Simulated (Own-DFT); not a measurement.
# Computed records: GaP (zincblende, atoms displaced), GaP (zincblende, strained, atoms displaced), SiC (twinned 3C silicon carbide, atoms displaced)

All values are calculated (Own-DFT development build). A calculation, not a measurement: plane-wave PBE density functional theory by an unreviewed code, no spin, of a simulated periodic cell, stress positive in tension, free energy of the whole cell less one offset for each atom, forces on such cells passed a denser k mesh, this cell's mesh not checked; offsets are fitted by least squares, one for each functional and potential file, so energies compare only between cells with the same atoms and settings and are not formation energies; the far tail of each file's local potential was reset to the Coulomb form; each entry is a single point on an unrelaxed cell, so the pressure reflects the starting lattice, mostly measured values (interpolated for alloys), from which strain is counted, and rises with the displacements; printed positions are rounded, which can move forces by about a meV/angstrom; the program, named Own-DFT, is a retired in-house code; no spin-orbit coupling.

Common to all runs: functional PBE; potential files PseudoDojo norm-conserving, scalar-relativistic, standard set; wave cutoff 42 hartree; occupations Fermi-Dirac; smearing width 0.1 eV; hardware one NVIDIA H100.

(1) GaP (zincblende, atoms displaced)

```xyz
64
Lattice="10.9010 0.0000 0.0000 0.0000 10.9010 0.0000 0.0000 0.0000 10.9010" Properties=species:S:1:pos:R:3 GaP
Ga     0.0163     0.0019     0.0555
Ga    10.8985     2.6090     2.8314
Ga     2.6398     0.0819     2.7302
Ga     2.8407     2.8041    10.8882
P      1.3928     1.3686     1.4283
P      1.4272     4.0435     4.0172
P      4.1022     1.3841     4.1594
P      4.0762     4.1903     1.3438
Ga     0.0206    10.8274     5.3020
Ga    10.8371     2.7110     8.1121
Ga     2.7536    10.6924     8.1544
Ga     2.7561     2.8455     5.3047
P      1.2936     1.3577     6.8740
P      1.4648     4.1288     9.6988
P      4.0874     1.2315     9.4727
P      4.1220     4.2020     6.7443
Ga    10.8090     5.5725    10.8513
Ga    10.8717     8.2358     2.6565
Ga     2.7132     5.5057     2.8034
Ga     2.8040     8.2286    10.8481
P      1.3896     6.9350     1.5048
P      1.2704     9.6170     3.9979
P      4.0520     6.6423     3.9871
P      3.9333     9.5863     1.3613
Ga     0.1085     5.6466     5.4131
Ga     0.0171     8.1605     8.2979
Ga     2.6994     5.5683     8.2487
Ga     2.7457     8.3368     5.3902
P      1.4046     6.6426     6.7884
P      1.4655     9.3972     9.6262
P      4.1528     7.0325     9.6330
P      3.9227     9.4612     6.9021
Ga     5.4280     0.0276    10.8335
Ga     5.3372     2.6556     2.5816
Ga     8.2383    10.8848     2.7237
Ga     8.2074     2.7651    10.8298
P      6.8939     1.2639     1.5019
P      6.8432     4.2060     4.1126
P      9.7122     1.4046     4.0364
P      9.5834     4.0693     1.3909
Ga     5.4533     0.0269     5.3875
Ga     5.4760     2.7085     8.3035
Ga     8.1272    10.6935     8.3277
Ga     8.1653     2.8211     5.3360
P      6.7592     1.3764     6.7822
P      6.8919     3.9935     9.4776
P      9.4591     1.2336     9.5265
P      9.4791     4.1755     6.9238
Ga     5.4777     5.3744    10.7040
Ga     5.4812     8.2436     2.6975
Ga     8.1436     5.3839     2.7815
Ga     8.3068     8.2682    10.8805
P      6.6788     6.7845     1.4123
P      6.7759     9.5869     4.1460
P      9.3852     6.8832     4.1863
P      9.5399     9.7438     1.3923
Ga     5.3629     5.3793     5.4889
Ga     5.3216     8.1073     8.0770
Ga     8.0492     5.5347     8.1790
Ga     8.1637     8.2246     5.5048
P      6.6580     6.8197     6.9457
P      6.8474     9.4609     9.4748
P      9.6898     6.8928     9.6652
P      9.6606     9.4958     6.9053
```

It was run with k mesh 3 x 3 x 3 centred on Gamma.

Results for GaP (zincblende, atoms displaced): free energy of cell above offsets -27.068 eV; pressure 4.75 GPa; stress xx -4.94 GPa; stress yy -4.54 GPa; stress zz -4.78 GPa; stress yz 0.53 GPa; stress xz 0.09 GPa; stress xy 1.15 GPa; wall time 582.1 s.

Force:
| element | x (eV/Å) | y (eV/Å) | z (eV/Å) |
| --- | --- | --- | --- |
| Ga | 0.899 | 0.624 | -0.85 |
| Ga | 1.828 | 2.394 | -2.57 |
| Ga | 1.085 | -0.294 | 0.586 |
| Ga | -0.221 | -1.361 | 0.505 |
| P | -0.298 | 1.055 | -1.538 |
| P | -1.637 | 1.076 | -0.063 |
| P | -0.575 | -0.127 | -1.208 |
| P | 0.421 | -0.199 | -0.221 |
| Ga | -0.466 | 1.122 | 2.473 |
| Ga | 0.028 | 0.264 | 1.251 |
| Ga | -2.226 | 2.502 | 1.277 |
| Ga | 0.169 | -0.932 | 2.242 |
| P | 1.209 | -0.543 | -1.17 |
| P | -1.44 | 0.304 | -1.521 |
| P | -0.515 | 1.25 | 0.175 |
| P | -1.573 | -2.077 | 2.648 |
| Ga | 2.521 | -2.131 | 2.706 |
| Ga | -1.112 | -0.006 | 0.822 |
| Ga | -1.399 | -1.156 | -1.827 |
| Ga | -0.608 | -0.771 | 2.491 |
| P | 0.086 | -0.964 | -1.712 |
| P | 1.409 | -1.318 | -0.042 |
| P | 1.848 | 3.229 | 2.108 |
| P | 1.701 | 0.453 | 0.488 |
| Ga | -1.899 | -2.173 | -0.962 |
| Ga | 1.224 | -0.367 | -1.389 |
| Ga | 1.097 | -0.903 | 0.518 |
| Ga | -0.989 | -2.106 | -0.859 |
| P | 0.542 | 3.391 | 0.907 |
| P | -1.819 | 1.893 | -0.867 |
| P | 0.002 | -2.787 | -0.816 |
| P | 2.755 | 0.002 | -2.31 |
| Ga | 0.849 | -0.828 | 1.198 |
| Ga | 0.904 | 0.513 | 0.926 |
| Ga | -0.365 | 0.575 | 1.904 |
| Ga | 0.518 | -1.163 | 1.499 |
| P | -1.19 | 1.357 | -2.087 |
| P | -1.596 | -1.504 | -0.186 |
| P | -3.51 | -1.666 | 2.163 |
| P | -0.147 | 0.192 | -0.086 |
| Ga | -0.461 | 0.056 | 1.494 |
| Ga | -0.84 | -0.426 | -1.991 |
| Ga | 1.162 | 2.064 | -2.669 |
| Ga | 0.501 | -0.679 | 1.17 |
| P | 0.954 | -0.326 | 0.385 |
| P | -0.401 | 1.082 | 0.429 |
| P | 0.947 | 0.966 | 0.201 |
| P | 0.393 | 0.16 | -1.412 |
| Ga | -0.077 | 0.684 | 1.193 |
| Ga | -1.135 | -0.187 | 0.089 |
| Ga | 0.545 | 1.172 | -1.11 |
| Ga | -1.156 | -0.421 | 1.151 |
| P | 1.768 | -0.08 | -1.171 |
| P | 0.794 | -0.604 | -0.551 |
| P | 1.53 | -0.483 | -1.416 |
| P | 0.344 | -2.36 | -0.514 |
| Ga | 1.629 | 1.63 | -1.246 |
| Ga | 0.44 | 1.421 | 0.985 |
| Ga | 1.301 | -0.017 | 0.559 |
| Ga | -0.626 | 0.26 | 1.265 |
| P | 1.053 | -0.278 | -2.243 |
| P | -2.274 | -1.305 | 1.467 |
| P | -3.015 | 0.434 | -1.948 |
| P | -0.89 | 0.416 | -0.721 |

(2) GaP (zincblende, strained, atoms displaced)

```xyz
64
Lattice="10.8620 0.0000 0.0000 0.0000 10.8620 0.0000 0.0000 0.0000 10.9361" Properties=species:S:1:pos:R:3 GaP
Ga    10.8275     0.0186    10.9328
Ga     0.0930     2.6684     2.6877
Ga     2.7450     0.0079     2.7006
Ga     2.7203     2.7754     0.0152
P      1.4530     1.3449     1.4452
P      1.3359     4.0851     4.0502
P      4.0989     1.3175     4.0590
P      4.1102     4.1073     1.3166
Ga    10.8040     0.0517     5.4206
Ga    10.8008     2.7196     8.2069
Ga     2.6595    10.7884     8.2425
Ga     2.7282     2.7293     5.4755
P      1.3073     1.3727     6.8060
P      1.3838     4.0120     9.5365
P      4.0901     1.3593     9.5667
P      4.0309     4.1098     6.8403
Ga     0.0973     5.4778    10.8594
Ga     0.0054     8.0469     2.7670
Ga     2.6724     5.4649     2.7234
Ga     2.6949     8.2332    10.9336
P      1.3523     6.7102     1.3531
P      1.3599     9.4274     4.0731
P      4.0919     6.8228     4.0853
P      4.0873     9.5227     1.3463
Ga     0.0458     5.3813     5.5243
Ga    10.8098     8.1232     8.1304
Ga     2.6648     5.4608     8.1967
Ga     2.7065     8.0992     5.4452
P      1.4019     6.7605     6.8159
P      1.3810     9.5262     9.5278
P      4.1148     6.8071     9.4999
P      4.0157     9.5310     6.8450
Ga     5.4672     0.0787    10.8065
Ga     5.4306     2.7243     2.6544
Ga     8.1497     0.0488     2.7187
Ga     8.1478     2.7198     0.0720
P      6.8251     1.3557     1.4343
P      6.7733     4.0856     4.0078
P      9.5080     1.4748     4.1416
P      9.4578     4.0251     1.2717
Ga     5.4308     0.0992     5.4915
Ga     5.5049     2.7595     8.2330
Ga     8.1896     0.0295     8.2149
Ga     8.0908     2.6762     5.4989
P      6.7563     1.3809     6.8716
P      6.7269     4.1769     9.4574
P      9.5262     1.4145     9.5906
P      9.5519     4.1031     6.8149
Ga     5.4006     5.5090     0.0313
Ga     5.4479     8.1226     2.7190
Ga     8.1245     5.4885     2.6661
Ga     8.1695     8.1968    10.8444
P      6.6994     6.8113     1.3726
P      6.8175     9.5401     4.1199
P      9.4812     6.8090     4.1137
P      9.5097     9.5005     1.3360
Ga     5.4612     5.4525     5.4602
Ga     5.4440     8.0847     8.2140
Ga     8.1333     5.4382     8.2573
Ga     8.1661     8.1371     5.4619
P      6.8122     6.8204     6.8153
P      6.8621     9.5068     9.5419
P      9.4925     6.7755     9.5863
P      9.4230     9.4823     6.8749
```

Settings of this run: k mesh 3 x 3 x 3 centred on Gamma.

The calculation gives: free energy of cell above offsets -33.803 eV; pressure 3.51 GPa; stress xx -3.71 GPa; stress yy -3.65 GPa; stress zz -3.16 GPa; stress yz 0.13 GPa; stress xz -0.15 GPa; stress xy -0.18 GPa; wall time 520.2 s.

Force:
| element | x (eV/Å) | y (eV/Å) | z (eV/Å) |
| --- | --- | --- | --- |
| Ga | 0.757 | -0.016 | 0.142 |
| Ga | -1.091 | 0.722 | 0.164 |
| Ga | 0.228 | -1.028 | 0.757 |
| Ga | 0.357 | -0.641 | 0.026 |
| P | -0.717 | 0.08 | -1.544 |
| P | 0.384 | -0.106 | 0.397 |
| P | -0.242 | 0.924 | 0.174 |
| P | -0.576 | 0.053 | 0.501 |
| Ga | 0.258 | -0.872 | 0.271 |
| Ga | 0.57 | 0.054 | -0.442 |
| Ga | 0.659 | 1.398 | -0.951 |
| Ga | -0.077 | -0.159 | -0.402 |
| P | 0.375 | -0.259 | 0.447 |
| P | -0.274 | 0.553 | -0.079 |
| P | -0.622 | 0.636 | -0.575 |
| P | 0.63 | -0.196 | -0.056 |
| Ga | -0.893 | -1.084 | 0.115 |
| Ga | -0.077 | 0.615 | -0.614 |
| Ga | 0.911 | -0.451 | 0.273 |
| Ga | 0.318 | -0.804 | -0.047 |
| P | 0.208 | 1.271 | -0.26 |
| P | -0.195 | 0.863 | 0.087 |
| P | -0.166 | -0.476 | 0 |
| P | 0.528 | 0.19 | -0.251 |
| Ga | -0.129 | 0.527 | -0.942 |
| Ga | 0.46 | 0.011 | 0.438 |
| Ga | 0.655 | -0.419 | 0.314 |
| Ga | 0.344 | 0.58 | 0.12 |
| P | -0.751 | 0.441 | 0.07 |
| P | -1.547 | -0.724 | 0.714 |
| P | -1.166 | -0.126 | 1.058 |
| P | 0.726 | -0.393 | -0.216 |
| Ga | 0.37 | -0.786 | 1.249 |
| Ga | -0.247 | 0.008 | 0.539 |
| Ga | 0.728 | -0.517 | 0.703 |
| Ga | -1.059 | -0.177 | -1.33 |
| P | -0.653 | 0.02 | -1.316 |
| P | 0.178 | -0.059 | 0.785 |
| P | -0.081 | -0.771 | -0.89 |
| P | 1.549 | 1.354 | 1.086 |
| Ga | -0.181 | -1.091 | -0.082 |
| Ga | -1.401 | -0.175 | -0.531 |
| Ga | -0.222 | 0.221 | 0.089 |
| Ga | 0.069 | 1.095 | -0.216 |
| P | 0.519 | -0.168 | 0.188 |
| P | 0.48 | -0.589 | 2.162 |
| P | -0.563 | -0.316 | 0.11 |
| P | -1.224 | -0.343 | 0.539 |
| Ga | 0.023 | -0.352 | -0.877 |
| Ga | -0.341 | 1.068 | 0.474 |
| Ga | 0.329 | -0.491 | 0.12 |
| Ga | -0.153 | -0.463 | 1.135 |
| P | 1.434 | 0.353 | -0.708 |
| P | -0.297 | -0.053 | -0.089 |
| P | 0.238 | -0.923 | 0.136 |
| P | 0.091 | -0.155 | 0.554 |
| Ga | -0.229 | -0.303 | -0.115 |
| Ga | 0.221 | 1.195 | -0.726 |
| Ga | 0.585 | 0.321 | -1.186 |
| Ga | -0.42 | 0.374 | -0.11 |
| P | 0.077 | -0.435 | 0.114 |
| P | -0.945 | 0.294 | -0.396 |
| P | 0.443 | 0.157 | -0.306 |
| P | 0.836 | 0.543 | -0.797 |

(3) SiC (twinned 3C silicon carbide, atoms displaced)

```xyz
48
Lattice="4.3596 -4.3596 0.0000 0.0000 4.3596 -4.3596 8.7192 8.7192 8.7192" Properties=species:S:1:pos:R:3 SiC
Si     3.8163     3.8205     3.7956
C      4.8556     0.5638    -3.8214
Si     1.6294     1.6026    -0.5719
C      2.7683     2.7268     0.5340
Si     3.8206     1.6151     1.6669
C      4.9427     2.7426     2.7054
Si     3.8375     6.0124     1.5855
C      4.8650    -1.6421    -1.6427
Si     1.6562     3.7861    -2.6916
C      2.7214     4.9125    -1.7199
Si     3.7895     3.8120    -0.5781
C      4.9180     4.9014     0.5432
Si     6.0206     1.6112     3.7400
C      2.6932     2.7014    -3.8279
Si     3.8186    -0.5458    -0.5635
C      4.9258     0.5347     0.5855
Si     5.9790    -0.5787     1.6930
C      7.0702     0.4977     2.7056
Si     6.0310     3.7981     1.6364
C      2.7523     0.5506    -1.6140
Si     3.8224     1.6305    -2.7120
C      4.8822     2.6963    -1.6821
Si     5.9813     1.6491    -0.5052
C      7.0993     2.7412     0.5464
Si    12.5119     3.8605     8.1462
C      4.9332     4.8403     4.8726
Si     8.8938     4.5694     2.3485
C      9.9795     5.6344     3.4878
Si     9.5726     7.4671     3.0468
C     10.7161     8.5807     4.1828
Si     8.2090    10.3562     5.9966
C      9.2574     2.7462     2.7003
Si     8.8652     2.3482     4.5540
C      9.9921     3.4045     5.6495
Si     9.5861     5.2835     5.2769
C     10.7105     6.4103     6.3726
Si    10.3289    10.3404     3.8558
C      7.1027     7.0881     0.5637
Si     6.7905     6.7379     2.3685
C      7.8257     7.8246     3.4540
Si     7.3948     9.6287     3.0727
C      8.5525    10.6681     4.1750
Si    10.3455     8.2136     6.0213
C      7.0663     4.9098     2.7695
Si     6.6965     4.5667     4.5230
C      7.7477     5.6317     5.6582
Si     7.4365     7.4063     5.2230
C      8.5940     8.5355     6.3609
```

Here we set k mesh 5 x 5 x 2 centred on Gamma.

Results for SiC (twinned 3C silicon carbide, atoms displaced): free energy of cell above offsets -7.159 eV; pressure 3.73 GPa; stress xx -4.39 GPa; stress yy -3 GPa; stress zz -3.79 GPa; stress yz -0.63 GPa; stress xz 0.36 GPa; stress xy -0.57 GPa; wall time 194.9 s.

Force:
| element | x (eV/Å) | y (eV/Å) | z (eV/Å) |
| --- | --- | --- | --- |
| Si | 0.32 | -0.46 | -0.139 |
| C | 1.292 | -0.548 | 0.294 |
| Si | -0.044 | 0.741 | 1.067 |
| C | -1.092 | -0.296 | 0.301 |
| Si | 0.45 | 0.925 | -1.467 |
| C | -0.647 | -0.586 | 0.27 |
| Si | 0.065 | -0.644 | 0.813 |
| C | 1.442 | 0.319 | 0.471 |
| Si | -1.249 | 0.252 | -1.617 |
| C | -0.272 | 0.031 | 2.516 |
| Si | 0.501 | 0.117 | 0.327 |
| C | 0.174 | -0.155 | -0.872 |
| Si | -0.336 | 0.397 | 1.749 |
| C | 0.873 | 0.709 | 0.797 |
| Si | -0.228 | -0.26 | 1.06 |
| C | -0.176 | -0.216 | -0.46 |
| Si | 0.571 | -0.163 | -2.003 |
| C | 0.947 | 0.912 | -0.076 |
| Si | -0.691 | 0.948 | -0.2 |
| C | -0.288 | 0.123 | -0.321 |
| Si | -0.799 | -0.191 | -0.976 |
| C | 0.4 | 0.365 | 1.758 |
| Si | 0.003 | -0.565 | -0.951 |
| C | -0.037 | -0.242 | -0.547 |
| Si | 0.231 | -1.293 | 0.636 |
| C | -1.258 | 1.575 | 0.696 |
| Si | 0.1 | -0.74 | 0.373 |
| C | -0.672 | 0.32 | -0.75 |
| Si | 1.854 | -0.171 | 1.553 |
| C | -0.467 | -1.286 | -0.295 |
| Si | -1.501 | -0.285 | -0.569 |
| C | 0.498 | -0.21 | 0.656 |
| Si | 0.979 | -0.145 | -0.982 |
| C | -0.196 | 1.019 | -0.973 |
| Si | 0.68 | -0.156 | 0.724 |
| C | 0.059 | -1.172 | -0.124 |
| Si | 0.338 | 0.545 | -1.388 |
| C | -0.44 | -0.045 | -0.647 |
| Si | -1.983 | -0.367 | -0.234 |
| C | -0.756 | 0.033 | -0.21 |
| Si | 0.776 | 0.351 | 1.106 |
| C | -1.227 | 1.122 | -0.192 |
| Si | 1.106 | -0.749 | -0.745 |
| C | 0.759 | 0.308 | -1.277 |
| Si | 0.764 | -1.134 | 0.735 |
| C | 0.712 | -0.264 | -0.814 |
| Si | 0.336 | 1.163 | 1.361 |
| C | -1.869 | 0.069 | -0.435 |
